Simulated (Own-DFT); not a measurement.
Al$_{3}$GaAs$_{4}$ (zincblende random alloy, strained, atoms displaced) (calculated)

Computed with Own-DFT development build. A calculation, not a measurement: plane-wave density functional theory by an unreviewed code, no spin, of a simulated periodic cell, stress positive in tension, run twice, with PBE and with PBEsol, both on files made for PBE, so the change isn't that of files made for PBEsol, forces on such cells passed a denser k mesh, this cell's mesh not checked; the far tail of each file's local potential was reset to the Coulomb form; each entry is a single point on an unrelaxed cell, so the pressure reflects the starting lattice, mostly measured values (interpolated for alloys), from which strain is counted, and rises with the displacements; printed positions are rounded, which can move forces by about a meV/angstrom; the program, named Own-DFT, is a retired in-house code; no spin-orbit coupling; stress was not checked against mesh or cutoff.

```yaml
- formula: Al3GaAs4
  kind: "zincblende random alloy, strained, atoms displaced"
  structure:
    cell_angstrom:
      - [11.1634, -0.1173, 0.134]
      - [-0.1173, 11.4434, 0.2253]
      - [0.134, 0.2253, 11.3392]
    atoms_fractional:
      - [Al, 0.99991, 0.00306, 0.99557]
      - [Al, 0.99527, 0.23826, 0.25232]
      - [Ga, 0.24652, 0.00094, 0.24682]
      - [Al, 0.25074, 0.25285, 0.99633]
      - [As, 0.12811, 0.12193, 0.1291]
      - [As, 0.1158, 0.37691, 0.37709]
      - [As, 0.37006, 0.12344, 0.37647]
      - [As, 0.37243, 0.37787, 0.11881]
      - [Ga, 0.99913, 0.99779, 0.49893]
      - [Al, 0.99597, 0.25206, 0.74811]
      - [Ga, 0.25892, 0.00591, 0.74651]
      - [Al, 0.25029, 0.25668, 0.5023]
      - [As, 0.11592, 0.12874, 0.62842]
      - [As, 0.12884, 0.37525, 0.88035]
      - [As, 0.36491, 0.13118, 0.8769]
      - [As, 0.38119, 0.36546, 0.62652]
      - [Al, 0.00122, 0.50148, 0.00217]
      - [Al, 0.00081, 0.74828, 0.25134]
      - [Al, 0.25135, 0.5033, 0.25321]
      - [Al, 0.25042, 0.75841, 0.99884]
      - [As, 0.12215, 0.63837, 0.12232]
      - [As, 0.12759, 0.86893, 0.37207]
      - [As, 0.38129, 0.62406, 0.37971]
      - [As, 0.37441, 0.87798, 0.12152]
      - [Ga, 0.00084, 0.50442, 0.4944]
      - [Ga, 0.99586, 0.75085, 0.75438]
      - [Al, 0.25433, 0.50353, 0.75139]
      - [Ga, 0.24468, 0.74621, 0.49318]
      - [As, 0.12179, 0.6274, 0.6258]
      - [As, 0.13676, 0.8766, 0.87534]
      - [As, 0.37869, 0.62182, 0.87019]
      - [As, 0.37111, 0.88256, 0.6285]
      - [Al, 0.5007, 0.00459, 0.99545]
      - [Al, 0.50543, 0.24981, 0.24615]
      - [Al, 0.75118, 0.99969, 0.24846]
      - [Al, 0.74424, 0.25237, 0.99933]
      - [As, 0.62838, 0.12081, 0.12808]
      - [As, 0.6235, 0.38276, 0.37952]
      - [As, 0.87235, 0.12652, 0.37176]
      - [As, 0.87288, 0.37287, 0.12512]
      - [Al, 0.50332, 0.99891, 0.50063]
      - [Al, 0.49882, 0.24788, 0.74998]
      - [Al, 0.74699, 0.99593, 0.75106]
      - [Al, 0.75202, 0.2518, 0.50131]
      - [As, 0.62209, 0.1197, 0.62706]
      - [As, 0.63269, 0.37985, 0.87793]
      - [As, 0.87145, 0.12561, 0.87489]
      - [As, 0.87563, 0.37745, 0.62513]
      - [Al, 0.50246, 0.50436, 0.99901]
      - [Al, 0.50718, 0.76053, 0.2483]
      - [Ga, 0.74489, 0.49739, 0.24804]
      - [Al, 0.74701, 0.74813, 0.99691]
      - [As, 0.62425, 0.62694, 0.12492]
      - [As, 0.62638, 0.86838, 0.38024]
      - [As, 0.87414, 0.62706, 0.386]
      - [As, 0.87474, 0.87772, 0.11961]
      - [Al, 0.49369, 0.4996, 0.50102]
      - [Al, 0.50469, 0.74951, 0.75763]
      - [Al, 0.75847, 0.50864, 0.74632]
      - [Ga, 0.75058, 0.75624, 0.50489]
      - [As, 0.62631, 0.62221, 0.63064]
      - [As, 0.62797, 0.87685, 0.87142]
      - [As, 0.87011, 0.6139, 0.87936]
      - [As, 0.87176, 0.87889, 0.62786]
  settings:
    functional: "PBE, then PBEsol"
    potential_files: "PseudoDojo norm-conserving, scalar-relativistic, standard set"
    "wave_cutoff [hartree]": 42.0
    occupations: Fermi-Dirac
    "smearing_width [eV]": 0.1
    k_mesh: "3 x 3 x 3 centred on Gamma"
  results:
    "PBE_pressure [GPa]": 3.44
    "PBE_stress_xx [GPa]": -4.1
    "PBE_stress_yy [GPa]": -2.77
    "PBE_stress_zz [GPa]": -3.44
    "PBE_stress_yz [GPa]": 2.95
    "PBE_stress_xz [GPa]": 1.47
    "PBE_stress_xy [GPa]": -1.11
    "PBEsol_pressure [GPa]": 1.27
    "PBEsol_stress_xx [GPa]": -1.93
    "PBEsol_stress_yy [GPa]": -0.61
    "PBEsol_stress_zz [GPa]": -1.27
    "PBEsol_stress_yz [GPa]": 2.88
    "PBEsol_stress_xz [GPa]": 1.43
    "PBEsol_stress_xy [GPa]": -1.1
    force_element: [Al, Al, Ga, Al, As, As, As, As, Ga, Al, Ga, Al, As, As, As, As, Al, Al, Al, Al, As, As, As, As, Ga, Ga, Al, Ga, As, As, As, As, Al, Al, Al, Al, As, As, As, As, Al, Al, Al, Al, As, As, As, As, Al, Al, Ga, Al, As, As, As, As, Al, Al, Al, Ga, As, As, As, As]
    "PBE_force_x [eV/angstrom]": [0.758, 1.195, 0.909, -0.156, -0.865, 0.593, 0.329, 0.123, 0.52, 0.366, -0.962, -0.379, 0.685, -0.963, 1.028, -1.02, 0.559, -0.632, -0.179, 1.011, 0.192, -0.823, -0.593, 0.214, 0.259, 0.458, -0.121, 0.957, -0.091, -1.532, -0.692, 0.586, 0.126, -0.517, 0.306, 0.872, -0.732, -0.47, -1.028, 0.061, -0.322, 1.089, 0.934, -0.175, 0.21, -1.009, -0.399, -0.237, 0.262, -0.511, 1.013, 0.71, -0.476, -0.123, -0.733, -0.277, 1.025, -0.09, -0.37, 0.297, -0.735, -0.972, 0.429, 0.111]
    "PBE_force_y [eV/angstrom]": [0.045, 1.676, -0.216, 0.092, 0.556, -0.545, 0.213, -0.265, 0.326, 0.431, 0.436, -0.496, -0.413, 0.223, -0.616, 0.957, -0.09, 0.482, 0.119, -0.821, -1.444, 0.635, 0.607, -0.076, -0.101, 0.117, -0.451, 0.321, -0.501, 0.493, 0.399, -1.552, 0.197, 0.361, -0.472, -0.201, 0.14, -1.225, -1.17, -0.299, 0.175, 0.093, 1.279, 0.129, 0.436, -0.081, -0.061, -0.028, -0.182, -0.722, 0.683, 0.397, -0.023, 1.063, 0.168, -0.697, 0.121, 0.6, -1.075, -0.726, 0.373, -0.616, 1.252, -0.428]
    "PBE_force_z [eV/angstrom]": [-0.099, -1.056, 0.439, 0.986, -0.851, -0.554, -0.06, 0.823, -0.304, 0.483, -0.077, -0.361, -0.382, -0.676, -0.006, 0.17, 0.236, -0.073, -0.461, -0.197, 0.321, 0.088, -0.869, 0.427, 0.821, 0.113, -0.688, 0.737, 0.395, -0.501, 1.12, -0.478, -0.066, 0.349, 0.221, 0.104, -0.329, 0.071, 1.291, 0.318, -0.393, 0.631, -0.555, 0.018, -0.008, -0.736, 0.09, -0.08, -0.187, -0.179, 0.012, -0.016, 0.341, -0.318, -1.231, 0.531, 0.56, -1.247, -0.211, 0.299, -0.453, 1.202, 0.275, 0.231]
    "PBEsol_force_x [eV/angstrom]": [0.745, 1.18, 0.862, -0.152, -0.776, 0.517, 0.274, 0.121, 0.488, 0.358, -0.945, -0.375, 0.682, -0.943, 0.953, -0.997, 0.551, -0.621, -0.18, 0.993, 0.187, -0.726, -0.636, 0.156, 0.227, 0.439, -0.118, 0.896, -0.129, -1.487, -0.676, 0.482, 0.122, -0.509, 0.306, 0.858, -0.715, -0.395, -0.968, 0.002, -0.319, 1.069, 0.92, -0.165, 0.202, -0.984, -0.397, -0.177, 0.26, -0.503, 0.956, 0.704, -0.415, -0.048, -0.732, -0.274, 1.011, -0.087, -0.359, 0.279, -0.669, -0.955, 0.465, 0.167]
    "PBEsol_force_y [eV/angstrom]": [0.042, 1.651, -0.21, 0.089, 0.472, -0.465, 0.158, -0.261, 0.309, 0.424, 0.397, -0.492, -0.502, 0.217, -0.67, 0.932, -0.084, 0.473, 0.12, -0.808, -1.408, 0.668, 0.654, -0.02, -0.104, 0.101, -0.443, 0.308, -0.426, 0.509, 0.387, -1.483, 0.194, 0.355, -0.468, -0.198, 0.136, -1.133, -1.204, -0.242, 0.171, 0.089, 1.263, 0.128, 0.424, -0.069, -0.061, 0.032, -0.181, -0.712, 0.646, 0.392, -0.086, 0.98, 0.116, -0.682, 0.124, 0.593, -1.053, -0.716, 0.427, -0.609, 1.28, -0.472]
    "PBEsol_force_z [eV/angstrom]": [-0.099, -1.036, 0.431, 0.972, -0.767, -0.479, -0.113, 0.801, -0.273, 0.475, -0.065, -0.354, -0.383, -0.661, -0.074, 0.167, 0.232, -0.073, -0.45, -0.193, 0.313, 0.133, -0.806, 0.467, 0.798, 0.093, -0.674, 0.716, 0.31, -0.594, 1.101, -0.434, -0.066, 0.339, 0.218, 0.102, -0.322, -0.005, 1.319, 0.359, -0.385, 0.617, -0.547, 0.017, -0.005, -0.72, 0.089, -0.139, -0.184, -0.171, 0.024, -0.017, 0.389, -0.241, -1.128, 0.519, 0.551, -1.229, -0.215, 0.292, -0.496, 1.182, 0.223, 0.151]
    "rms_change_of_force_components_from_PBE_to_PBEsol [eV/angstrom]": 0.039
```
